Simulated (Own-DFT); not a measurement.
Hf₃₆O₇₁ (tetragonal hafnia with one neutral oxygen vacancy, atoms displaced) (calculated)

Computed with Own-DFT development build. A calculation, not a measurement: plane-wave PBE and HSE06 DFT by an unreviewed code, no spin, of a simulated cell at Gamma alone, so results move with cell size and shape, stress positive in tension, energies less offsets, not probed for a lower state with spin; hafnium file: forces about 75 meV/angstrom off all-electron values; oxygen file: force components 24 meV/angstrom off all-electron in a glass; k mesh not checked against a denser one; forces and stress are PBE's, HSE06 gives the energy alone, and its difference from PBE has offsets of its own; offsets are fitted by least squares, one for each functional and potential file, so energies compare only between cells with the same atoms and settings and are not formation energies; the far tail of each file's local potential was reset to the Coulomb form; each entry is a single point on an unrelaxed cell, so the pressure reflects the starting lattice, taken from the Materials Project, from which strain is counted, and rises with the displacements; printed positions are rounded, which can move forces by about a meV/angstrom; the program is a retired in-house code; no spin-orbit coupling.

```cif
# cell vector a (Å): 10.7800 0.0000 0.0000
# cell vector b (Å): 0.0000 10.7800 0.0000
# cell vector c (Å): 0.0000 0.0000 10.4493
data_Hf36O71
_symmetry_space_group_name_H-M 'P 1'
_symmetry_Int_Tables_number 1
_cell_length_a 10.7800
_cell_length_b 10.7800
_cell_length_c 10.4493
_cell_angle_alpha 90.000
_cell_angle_beta 90.000
_cell_angle_gamma 90.000
_cell_volume 1214.30
loop_
_atom_site_label
_atom_site_type_symbol
_atom_site_fract_x
_atom_site_fract_y
_atom_site_fract_z
_atom_site_occupancy
Hf1 Hf 0.99302 0.99905 0.99763 1
Hf2 Hf 0.16824 0.16320 0.25646 1
O1 O 0.99938 0.15906 0.15400 1
O2 O 0.17277 0.00290 0.34897 1
O3 O 0.99896 0.17147 0.39695 1
O4 O 0.15767 0.99723 0.10131 1
Hf3 Hf 0.99628 0.00201 0.50123 1
Hf4 Hf 0.16904 0.17136 0.75614 1
O5 O 0.99312 0.16495 0.65399 1
O6 O 0.17290 0.00201 0.85197 1
O7 O 0.99516 0.17183 0.89958 1
O8 O 0.16878 0.00622 0.59945 1
Hf5 Hf 0.99970 0.32871 0.99485 1
Hf6 Hf 0.16262 0.49973 0.24520 1
O9 O 0.00181 0.51038 0.15419 1
O10 O 0.16324 0.33378 0.34790 1
O11 O 0.00968 0.50076 0.39823 1
O12 O 0.16160 0.33189 0.08458 1
Hf7 Hf 0.00589 0.32622 0.49207 1
Hf8 Hf 0.16638 0.50020 0.74961 1
O13 O 0.99639 0.50365 0.65961 1
O14 O 0.16234 0.32867 0.85164 1
O15 O 0.00194 0.50100 0.90396 1
O16 O 0.17259 0.32887 0.59392 1
Hf9 Hf 0.00206 0.67096 0.99632 1
Hf10 Hf 0.17409 0.83082 0.25375 1
O17 O 0.00271 0.83509 0.15510 1
O18 O 0.16762 0.66142 0.34598 1
O19 O 0.99458 0.83215 0.40133 1
O20 O 0.16349 0.66779 0.09475 1
Hf11 Hf 0.00287 0.66955 0.49920 1
Hf12 Hf 0.16429 0.83181 0.75150 1
O21 O 0.00399 0.83048 0.65318 1
O22 O 0.16810 0.65907 0.84395 1
O23 O 0.00176 0.82942 0.89571 1
O24 O 0.16715 0.66813 0.58959 1
Hf13 Hf 0.33064 0.99936 0.00189 1
Hf14 Hf 0.49862 0.16258 0.24636 1
O25 O 0.33482 0.16417 0.15842 1
O26 O 0.50481 0.99856 0.35333 1
O27 O 0.33370 0.16457 0.40066 1
O28 O 0.50527 0.00414 0.09953 1
Hf15 Hf 0.33829 0.00557 0.49827 1
Hf16 Hf 0.49275 0.16978 0.75661 1
O29 O 0.32328 0.16171 0.65063 1
O30 O 0.49565 0.99642 0.85541 1
O31 O 0.33128 0.17098 0.89721 1
O32 O 0.50793 0.00147 0.59125 1
Hf17 Hf 0.32540 0.33501 0.00278 1
Hf18 Hf 0.49414 0.50466 0.25386 1
O33 O 0.33518 0.50176 0.15534 1
O34 O 0.50320 0.33338 0.34786 1
O35 O 0.32768 0.49568 0.39712 1
O36 O 0.50160 0.33902 0.09617 1
Hf19 Hf 0.33106 0.32907 0.49966 1
Hf20 Hf 0.49707 0.49869 0.74615 1
O37 O 0.33462 0.49853 0.65588 1
O38 O 0.49839 0.32945 0.84419 1
O39 O 0.33296 0.49792 0.89350 1
O40 O 0.50224 0.34286 0.59593 1
Hf21 Hf 0.33398 0.67148 0.99762 1
Hf22 Hf 0.50316 0.82552 0.25343 1
O41 O 0.33340 0.83649 0.15220 1
O42 O 0.49456 0.66290 0.34279 1
O43 O 0.33265 0.83683 0.39873 1
O44 O 0.49665 0.67023 0.10305 1
Hf23 Hf 0.33207 0.67301 0.50805 1
Hf24 Hf 0.49895 0.83877 0.75950 1
O45 O 0.33231 0.83519 0.65373 1
O46 O 0.50484 0.66681 0.85427 1
O47 O 0.33669 0.83911 0.89976 1
O48 O 0.49422 0.67547 0.60065 1
Hf25 Hf 0.66376 0.01044 0.00345 1
Hf26 Hf 0.83408 0.15982 0.24887 1
O49 O 0.66913 0.17075 0.14902 1
O50 O 0.82765 0.00260 0.35649 1
O51 O 0.67265 0.16508 0.40670 1
O52 O 0.82912 0.99398 0.10377 1
Hf27 Hf 0.66271 0.99865 0.50152 1
Hf28 Hf 0.83699 0.17202 0.75245 1
O53 O 0.83198 0.00257 0.83926 1
O54 O 0.67395 0.17160 0.89831 1
O55 O 0.84132 0.99961 0.59738 1
Hf29 Hf 0.66773 0.33726 0.00736 1
Hf30 Hf 0.83354 0.50084 0.24998 1
O56 O 0.66883 0.50058 0.14941 1
O57 O 0.83805 0.33471 0.35444 1
O58 O 0.66416 0.49127 0.40517 1
O59 O 0.83100 0.33589 0.09367 1
Hf31 Hf 0.66822 0.32870 0.49686 1
Hf32 Hf 0.83449 0.49628 0.74937 1
O60 O 0.67194 0.50414 0.65378 1
O61 O 0.82574 0.32902 0.84581 1
O62 O 0.65874 0.49400 0.90659 1
O63 O 0.83061 0.33358 0.59927 1
Hf33 Hf 0.66401 0.66352 0.00044 1
Hf34 Hf 0.82772 0.83553 0.24487 1
O64 O 0.67109 0.84081 0.15054 1
O65 O 0.82697 0.66763 0.34422 1
O66 O 0.66294 0.83986 0.39441 1
O67 O 0.83398 0.66647 0.09525 1
Hf35 Hf 0.66612 0.66137 0.49476 1
Hf36 Hf 0.83922 0.83264 0.74366 1
O68 O 0.67226 0.83201 0.65618 1
O69 O 0.82826 0.67060 0.85912 1
O70 O 0.66673 0.84526 0.90880 1
O71 O 0.83774 0.65624 0.60855 1
_calc_first_functional 'PBE'
_calc_second_functional 'HSE06'
_calc_exact_exchange_share 0.25
_calc_screening 0.11  # 1/bohr
_calc_exchange_divergence 'Gygi-Baldereschi'
_calc_potential_files 'PseudoDojo norm-conserving, scalar-relativistic, made for PBE, standard set'
_calc_wave_cutoff 48  # hartree
_calc_occupations 'fixed'
_calc_k_mesh '1 x 1 x 1 centred on Gamma'
_calc_PBE_energy_of_cell_above_offsets '-97.477'  # eV
_calc_HSE06_less_PBE_above_offsets '0.008'  # eV
_calc_PBE_pressure 2.01  # GPa
_calc_PBE_stress_xx -2.49  # GPa
_calc_PBE_stress_yy -1.33  # GPa
_calc_PBE_stress_zz -2.2  # GPa
_calc_PBE_stress_yz -0.44  # GPa
_calc_PBE_stress_xz 0.39  # GPa
_calc_PBE_stress_xy 0.18  # GPa
```

Force:
```csv
element,x (eV/Å),y (eV/Å),z (eV/Å)
Hf,0.389,-0.127,0.546
Hf,-0.746,-0.123,-0.868
O,0.006,0.444,-0.417
O,-0.296,-0.724,0.186
O,0.361,-1.958,-0.02
O,1.388,0.3,-0.725
Hf,0.923,-0.079,-0.089
Hf,-1.101,-1.759,-1.258
O,2.318,0.54,-0.741
O,-0.519,-0.387,-0.061
O,0.2,-1.73,0.228
O,-0.773,-0.781,-0.484
Hf,-1.429,1.52,0.229
Hf,0.387,0.415,1.151
O,-0.869,-0.69,-0.276
O,0.255,-0.829,-0.589
O,-0.651,0.032,0.925
O,0.377,0.145,2.198
Hf,-1.388,1.89,1.073
Hf,-0.423,-1.069,0.022
O,1.884,-0.491,-0.753
O,0.177,1.633,-0.6
O,-0.099,-0.542,0.055
O,-1.452,0.315,0.87
Hf,-1.667,-1.162,0.913
Hf,-1.52,0.246,-0.346
O,-0.461,-0.126,-0.34
O,0.18,1.327,-0.199
O,0.491,0.414,0.534
O,1.704,0.258,-0.151
Hf,-1.057,-0.905,-0.43
Hf,0.59,1.052,-0.184
O,0.316,-0.046,-0.804
O,0.312,1.848,0.175
O,0.445,1.356,0.155
O,-0.131,-0.103,1.391
Hf,-0.421,0.594,0.289
Hf,1.185,0.686,0.968
O,-0.874,0.168,-1.114
O,-0.647,0.46,-0.979
O,0.147,0.766,-0.18
O,-1.682,0.23,0.413
Hf,-0.931,-0.903,0.767
Hf,1.247,-0.423,-0.927
O,2.517,0.397,-0.056
O,-0.265,2.108,-0.357
O,0.002,-0.488,1.129
O,-2.412,0.221,2.006
Hf,2.214,0.56,-0.881
Hf,0.688,-2.877,-0.778
O,-1.062,-0.197,-1.261
O,-0.368,-0.784,-0.579
O,0.654,0.441,1.234
O,-1.423,-0.575,0.109
Hf,1.551,1.336,-0.75
Hf,1.583,-0.385,0.807
O,-0.98,0.413,-1.006
O,-0.332,0.733,0.008
O,-0.075,0.241,1.43
O,-0.773,-0.847,0.206
Hf,0.066,-0.945,0.124
Hf,0.533,1.705,-0.684
O,0.433,0.091,-0.529
O,0.518,1.042,1.966
O,0.127,-0.65,0.494
O,0.101,0.205,-0.211
Hf,0.267,-0.776,-1.634
Hf,1.421,-1.3,-0.83
O,-0.053,-0.063,0.081
O,-0.54,0.413,-0.403
O,-0.472,-1.361,0.485
O,1.255,-0.624,-0.491
Hf,0.758,-0.794,-1.265
Hf,-0.232,0.87,0.861
O,-0.269,-0.288,0.631
O,0.892,-0.375,-1.207
O,-0.417,-0.058,-0.233
O,0.882,0.867,-0.581
Hf,2.443,0.383,-0.277
Hf,-2.193,-0.746,-0.981
O,0.965,-0.624,1.086
O,-1.119,-0.66,0.39
O,-1.44,-0.421,0.099
Hf,-0.479,-0.493,-1.172
Hf,0.295,-0.263,-0.298
O,-0.512,0.523,0.863
O,-0.047,-0.202,-1.228
O,0.037,2.338,-0.588
O,1.693,0.019,0.921
Hf,0.184,-0.348,1.018
Hf,-0.682,0.789,0.674
O,-1.568,0.497,-0.174
O,0.883,1.778,0.664
O,0.147,1.117,-0.488
O,0.778,-0.283,-0.131
Hf,1.106,0.578,-0.75
Hf,1.513,-0.065,0.687
O,-1.977,-0.927,0.246
O,-0.367,-0.361,0.837
O,-0.129,-2.314,0.632
O,-0.093,0.277,0.508
Hf,0.907,0.171,1.481
Hf,-1.477,-0.188,1.421
O,-0.851,-0.031,-0.562
O,-0.044,-0.513,-1.255
O,-0.536,-1.209,-0.142
O,-0.373,1.235,-1.861
```
